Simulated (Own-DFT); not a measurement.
# Same atoms, different arrangement: C36Si36, 72 atoms

No measurement is shown. These are fixed-geometry runs of a retired plane-wave code named Own-DFT, which no person has reviewed; spin and spin-orbit coupling are neglected.

Common settings: PBE; PseudoDojo norm-conserving scalar-relativistic files; cutoff 42 hartree; 4 x 4 x 3 k mesh centred on Gamma; Fermi-Dirac smearing of 0.1 eV.

Known weak points: forces on such cells passed a denser k mesh, each cell not checked; stress not checked against mesh or cutoff.

All cells hold the same atoms in the same cell, with vectors in Å (9.248, 0.000, 0.000); (-4.624, 8.009, 0.000); (0.000, 0.000, 10.068). Every atom was moved at random from its ideal site; u is the rms move along one axis. E is the free energy of the whole cell, counted from the lowest run. The arrangements:

- A: 2H SiC
- B: 4H SiC

| arrangement | u (Å) | E (eV) | P (GPa) |
|---|---|---|---|
| A | 0.0299 | 0.436 | 3.89 |
| A | 0.0307 | 0.624 | 3.91 |
| A | 0.0310 | 0.614 | 3.94 |
| A | 0.0515 | 6.124 | 6.04 |
| A | 0.0616 | 8.620 | 6.61 |
| A | 0.0629 | 8.791 | 6.70 |
| B | 0.0280 | 0.011 | 3.74 |
| B | 0.0294 | 0.000 | 3.69 |
| B | 0.0315 | 0.368 | 3.85 |
| B | 0.0564 | 6.388 | 5.79 |
| B | 0.0593 | 6.891 | 5.85 |
| B | 0.0595 | 7.384 | 6.18 |

Q: once the cost of the random moves is taken out, how do the arrangements rank?

## Worked answer

Fit E = a + b u², with one b for all and one a for each arrangement, and with residuals divided by u², since the noise grows with the moves. Then b = 2768 eV/Å², the scatter at u = 0.04 Å is 0.22 eV, and against A:

- B: -0.32 ± 0.10 eV (lower)

The cells share one lattice and weren't relaxed, which can shift such small differences either way.
